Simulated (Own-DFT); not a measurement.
# A change of arrangement and its cost: Ge32Si32, 64 atoms

All numbers below are calculated, not measured. They come from Own-DFT, an in-house plane-wave density functional program, since retired, whose code no person has reviewed. Each row is one single-point run on a periodic cell that was not relaxed, without spin or spin-orbit coupling.

Settings of every run: PBE; PseudoDojo norm-conserving scalar-relativistic files; cutoff 42 hartree; 3 x 3 x 3 k mesh centred on Gamma; Fermi-Dirac smearing of 0.1 eV.

Known limits, some of them of some rows only: not probed for a lower state with spin; forces on such cells passed a denser k mesh, each cell not checked; stress not checked against mesh or cutoff.

All cells hold the same atoms in the same cell, with vectors in Å (11.089, 0.000, 0.000); (0.000, 11.089, 0.000); (0.000, 0.000, 11.089). Every atom was moved at random from its ideal site; u is the rms move along one axis. The random placing of the alloy's atoms differs from row to row. E is the free energy of the cell above the lowest run. The arrangements:

- A: diamond-structure SiGe in clusters
- B: diamond-structure SiGe in ordered layers
- C: diamond-structure SiGe with randomly placed atoms

```
arrangement,u (Å),E (eV),P (GPa)
A,0.0282,0.014,2.90
A,0.0290,0.117,2.93
A,0.0298,0.162,2.95
A,0.0546,2.812,3.46
A,0.0567,2.795,3.47
A,0.0597,3.276,3.58
B,0.0289,0.233,2.93
B,0.0298,0.292,2.94
B,0.0334,0.472,2.98
B,0.0555,2.493,3.34
B,0.0597,3.711,3.60
B,0.0611,3.815,3.57
C,0.0282,0.125,2.82
C,0.0293,0.121,2.81
C,0.0306,0.000,2.79
C,0.0553,3.155,3.45
C,0.0568,3.694,3.44
C,0.0595,3.754,3.44
```

Question: once the cost of the random moves is taken out, how do the arrangements rank?

## Worked answer

Fit E = a + b u², with one b for all and one a for each arrangement, and with residuals divided by u², since the noise grows with the moves. Then b = 1259 eV/Å², the scatter at u = 0.04 Å is 0.17 eV, and against A:

- B: 0.11 ± 0.08 eV (not told apart from A)
- C: 0.01 ± 0.07 eV (not told apart from A)

These are energies of unrelaxed cells. Relaxing the atoms lowers the strained arrangements most, so the gaps would shrink and small ones could change sign.
